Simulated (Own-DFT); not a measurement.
# Shaking the atoms of monoclinic HfO2, 96 atoms (Hf32O64)

All numbers below are calculated, not measured. The program, named Own-DFT, is a retired in-house plane-wave density functional code that no person has reviewed. Each row is one single-point run on a periodic cell that was not relaxed, without spin or spin-orbit coupling.

Settings of every run: PBE; PseudoDojo norm-conserving scalar-relativistic files; cutoff 72 hartree; 2 x 2 x 2 k mesh centred on Gamma; Fermi-Dirac smearing of 0.1 eV.

Known limits: hafnium file: forces about 75 meV/angstrom off all-electron values; oxygen file: force components 24 meV/angstrom off all-electron in a glass; forces on such cells passed a denser k mesh, each cell not checked; stress not checked against mesh or cutoff.

Cell vectors in Å: (10.234, 0.000, 0.000); (0.000, 10.350, 0.000); (-1.696, 0.000, 10.445). In each run every atom was moved at random and independently from its ideal site; u is the rms move along one axis. E is the free energy for each atom above the fitted value at u = 0, and F the rms of the force components.

```
run,u (Å),E (meV/atom),F (eV/Å),largest force (eV/Å),P (GPa)
1,0.0206,11.3,0.471,2.66,3.65
2,0.0210,11.1,0.452,1.69,3.99
3,0.0213,?,?,?,?
4,0.0492,59.9,1.078,4.26,5.48
5,0.0501,57.0,0.996,3.81,6.00
6,0.0753,143.2,1.680,8.39,8.43
7,0.0784,170.4,1.964,11.08,9.16
8,0.0792,154.7,1.831,8.40,7.99
9,0.1208,425.1,3.444,14.98,19.26
10,0.1320,502.4,3.450,13.95,21.30
```

## Worked fit

For small independent moves the energy grows as E = (3/2) K u², with K the mean stiffness felt by one atom. The runs with u up to 0.11 Å give K = 16.8 ± 0.6 eV/Å², with residuals divided by u² + 0.0006 Å², since the noise grows with the moves. The scatter is 4.4 meV/atom at u = 0.05 Å. The forces follow F = G u with G = 22.4 eV/Å²; no force at u = 0 is resolved. G exceeds K because the moves of its neighbours add to the force on an atom, and stiffness differs between atoms. The pressure follows P = 3.57 + 826 u² GPa: at fixed volume, shortened bonds push harder than stretched ones pull.

## Withheld run

Question: what energy and rms force should run 3 give?

The fit gives 11 ± 2 meV/atom and about 0.48 eV/Å. The calculation gave 11.8 meV/atom and 0.476 eV/Å.
